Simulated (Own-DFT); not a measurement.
# Point defects and the pressure they add: zincblende GaAs

Source: density functional calculations with Own-DFT, an unreviewed in-house program that is no longer used. Nothing was measured or relaxed, and spin and spin-orbit coupling are left out.

Settings: PBE; PseudoDojo norm-conserving scalar-relativistic files; cutoff 42 hartree; 3 x 3 x 3 k mesh centred on Gamma; Fermi-Dirac smearing of 0.1 eV.

Keep in mind (not all hold for every row): not probed for a lower state with spin; forces not confirmed at this smearing and k mesh; stress not checked against mesh or cutoff.

All runs share one cell, with vectors in Å (11.737, 0.000, 0.000); (0.000, 11.737, 0.000); (0.000, 0.000, 10.919) and a volume of 1504.3 Å³, strained against the parent crystal. u is the rms random offset of the atoms per axis. The defect's site can differ from row to row.

```
cell,formula,u (Å),P (GPa)
no defect,As32Ga32,0.0298,0.76
no defect,As32Ga32,0.0477,1.02
no defect,As32Ga32,0.0513,1.05
one In on a Ga site,As32Ga31In,0.0288,1.35
one In on a Ga site,As32Ga31In,0.0472,1.60
one In on a Ga site,As32Ga31In,0.0530,1.64
one P on an As site,As31Ga32P,0.0305,0.53
one P on an As site,As31Ga32P,0.0504,0.80
one P on an As site,As31Ga32P,0.0523,0.87
one As vacancy and one Ga vacancy,As31Ga31,0.0310,0.57
one As vacancy and one Ga vacancy,As31Ga31,0.0311,?
one As vacancy and one Ga vacancy,As31Ga31,0.0503,0.67
one As vacancy and one Ga vacancy,As31Ga31,0.0520,0.77
one Al on a Ga site,AlAs32Ga31,0.0327,0.80
one Al on a Ga site,AlAs32Ga31,0.0510,1.11
one Al on a Ga site,AlAs32Ga31,0.0534,1.05
```

## Fit

P = P0 + c u² + a shift for each defect gives P0 = 0.65 GPa, c = 153 ± 15 GPa/Å² and a scatter of 0.05 GPa. The shifts, and each times the cell's volume:

- one In on a Ga site: 0.58 ± 0.04 GPa, 5.4 eV
- one Al on a Ga site: 0.00 ± 0.04 GPa, 0.0 eV (not resolved)
- one P on an As site: -0.24 ± 0.04 GPa, -2.2 eV
- one As vacancy and one Ga vacancy: -0.30 ± 0.04 GPa, -2.8 eV

Positive is outwards. The product with the volume (160.2 GPa Å³ to the eV) is nearly free of the cell's size; divided by the bulk modulus at the cell's pressure it gives the volume that the defect adds. The atoms around the defects weren't relaxed, which would change these numbers.

## Test on the hidden row

Question: what pressure belongs in the blank (one As vacancy and one Ga vacancy, u = 0.0311 Å)?

The fitted form gives 0.50 ± 0.05 GPa. DFT gave 0.42 GPa.
